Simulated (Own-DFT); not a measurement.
# Response to strain: 2H SiC, 72 atoms (C36Si36)

These are calculations, not measurements. They come from Own-DFT, an in-house plane-wave density functional program, since retired, whose code no person has reviewed. Each row is one single-point run on a periodic cell that was not relaxed, without spin or spin-orbit coupling.

Settings of every run: PBE; PseudoDojo norm-conserving scalar-relativistic files; cutoff 42 hartree; 4 x 4 x 3 k mesh centred on Gamma; Fermi-Dirac smearing of 0.1 eV.

Known limits: forces on such cells passed a denser k mesh, each cell not checked; stress not checked against mesh or cutoff.

Unstrained cell vectors in Å: (9.248, 0.000, 0.000); (-4.624, 8.009, 0.000); (0.000, 0.000, 10.068). The unstrained cell has measured lattice constants (interpolated for alloys), not those of this functional. That, the random moves and any unrelaxed bonds set the pressure at no strain. Each run strains this cell uniformly, with the atoms carried along. Every atom was also moved at random, by a Gaussian of width 0.05 Å on each axis. Strain is the symmetric tensor, in per cent. Stress is positive in tension, and the pressure is minus a third of its trace.

| run | e_xx (%) | e_yy (%) | e_zz (%) | e_yz (%) | e_xz (%) | e_xy (%) | s_xx (GPa) | s_yy (GPa) | s_zz (GPa) | s_yz (GPa) | s_xz (GPa) | s_xy (GPa) | P (GPa) | E (meV/atom) |
|---|---|---|---|---|---|---|---|---|---|---|---|---|---|---|
| 1 | -0.07 | 1.34 | 0.56 | -0.41 | -0.16 | 0.67 | -2.49 | 3.03 | -4.40 | -1.27 | -0.39 | 3.92 | 1.29 | 1.9 |
| 2 | 0.87 | 0.34 | 1.91 | 1.18 | -1.81 | 0.48 | 1.56 | -0.81 | 2.53 | 3.41 | -5.52 | 1.37 | -1.09 | 7.7 |
| 3 | 1.06 | 1.67 | -0.49 | 0.59 | -0.10 | -0.50 | 1.91 | 4.22 | -7.82 | 2.84 | -0.25 | -2.71 | 0.56 | 4.0 |
| 4 | -0.27 | -0.68 | 0.06 | -0.87 | -1.97 | -1.51 | -7.44 | -9.84 | -6.19 | -2.99 | -6.82 | -5.32 | 7.82 | 19.7 |
| 5 | 1.49 | -1.85 | -0.85 | -0.10 | 0.47 | 0.54 | 0.66 | -13.22 | -14.23 | -0.49 | 0.83 | 3.59 | 8.93 | 38.4 |
| 6 | -0.93 | -0.90 | -1.55 | 1.00 | 1.89 | 0.67 | -10.22 | -15.05 | -16.79 | 3.40 | 5.61 | 1.81 | 14.02 | 53.7 |
| 7 | 1.09 | 1.29 | -0.92 | -0.14 | 1.99 | 1.05 | 2.40 | 3.02 | -12.65 | -0.28 | 7.12 | 4.64 | 2.41 | 11.7 |
| 8 | 0.08 | 0.35 | 1.25 | 0.23 | -1.99 | -0.11 | -3.28 | -0.91 | -0.45 | 1.07 | -6.46 | -0.31 | 1.55 | 0.0 |
| 9 | -0.78 | -1.99 | -0.67 | 1.91 | 1.69 | 1.99 | -12.14 | -17.85 | -12.23 | 6.67 | 5.41 | 10.85 | 14.08 | 35.1 |
| 10 | 1.97 | 1.07 | 0.46 | -0.84 | 1.19 | -1.85 | 6.07 | 2.37 | -1.38 | -3.09 | 4.09 | -7.63 | -2.35 | 4.1 |
| 11 | 1.89 | -1.51 | 0.21 | 1.07 | 0.72 | -1.97 | 2.46 | -11.16 | -6.64 | 4.19 | 2.11 | -8.79 | 5.11 | 49.1 |
| 12 | -0.18 | 0.97 | 0.37 | 1.55 | -0.96 | -1.57 | -5.54 | -1.12 | -4.46 | 4.46 | -3.08 | -8.14 | 3.71 | 34.4 |
| 13 | -0.31 | 0.03 | 1.37 | 1.97 | -0.90 | -1.99 | -6.34 | -3.68 | -0.64 | 6.95 | -3.70 | -7.50 | 3.56 | 28.4 |
| 14 | 1.76 | 0.18 | 1.22 | -0.69 | 1.19 | 0.48 | 5.04 | -2.99 | 0.55 | -2.87 | 3.50 | 2.31 | -0.86 | 22.6 |
| 15 | 1.32 | 0.00 | -1.93 | 1.33 | 1.70 | -0.56 | 0.98 | -1.92 | -20.50 | 4.11 | 6.21 | -2.68 | 7.15 | 23.2 |
| 16 | -1.67 | 1.06 | -1.25 | -0.63 | -1.84 | 1.82 | -13.04 | -2.45 | -16.21 | -2.16 | -5.18 | 10.18 | 10.57 | 52.6 |
| 17 | 1.42 | -1.77 | 0.91 | 0.37 | -1.47 | 1.96 | ? | ? | ? | ? | ? | ? | ? | ? |

E is the free energy for each atom above the lowest run shown.

## Worked fit

Each stress component was fitted by least squares to a constant and the strains of the runs shown, as fractions, with shears doubled. Shear strains stay in the fit of a normal stress only where such slopes are resolved. The slopes, in GPa:

| stress | at no strain | per e_xx | per e_yy | per e_zz | scatter |
|---|---|---|---|---|---|
| s_xx | -4.9 | 512 ± 17 | 120 ± 16 | 40 ± 17 | 0.73 |
| s_yy | -5.4 | 145 ± 35 | 551 ± 33 | 55 ± 35 | 1.47 |
| s_zz | -7.7 | 41 ± 32 | 57 ± 31 | 592 ± 32 | 1.36 |

Each shear stress against twice its own strain: yz 170 ± 8, xz 157 ± 5, xy 225 ± 13 GPa. These are stiffnesses along x, y and z of the frame in which the cell vectors are given, which need not be the crystal's axes. The atoms are held to the strained lattice; where symmetry lets them move under strain, relaxing them would lower some slopes. The table should be nearly symmetric about its diagonal, and what it lacks of that shows the noise. A ninth of its sum, 235 ± 4 GPa, estimates the bulk modulus near the mean pressure of these runs, 4.8 GPa, so it lies above the value at zero pressure.

## Withheld run

Question: what normal stresses and pressure should run 17 give?

The fit gives s_xx = 0.6, s_yy = -12.6, s_zz = -2.8 and P = 4.9 GPa. The calculation gave 2.51, -13.49, -3.26 and P = 4.75 GPa.
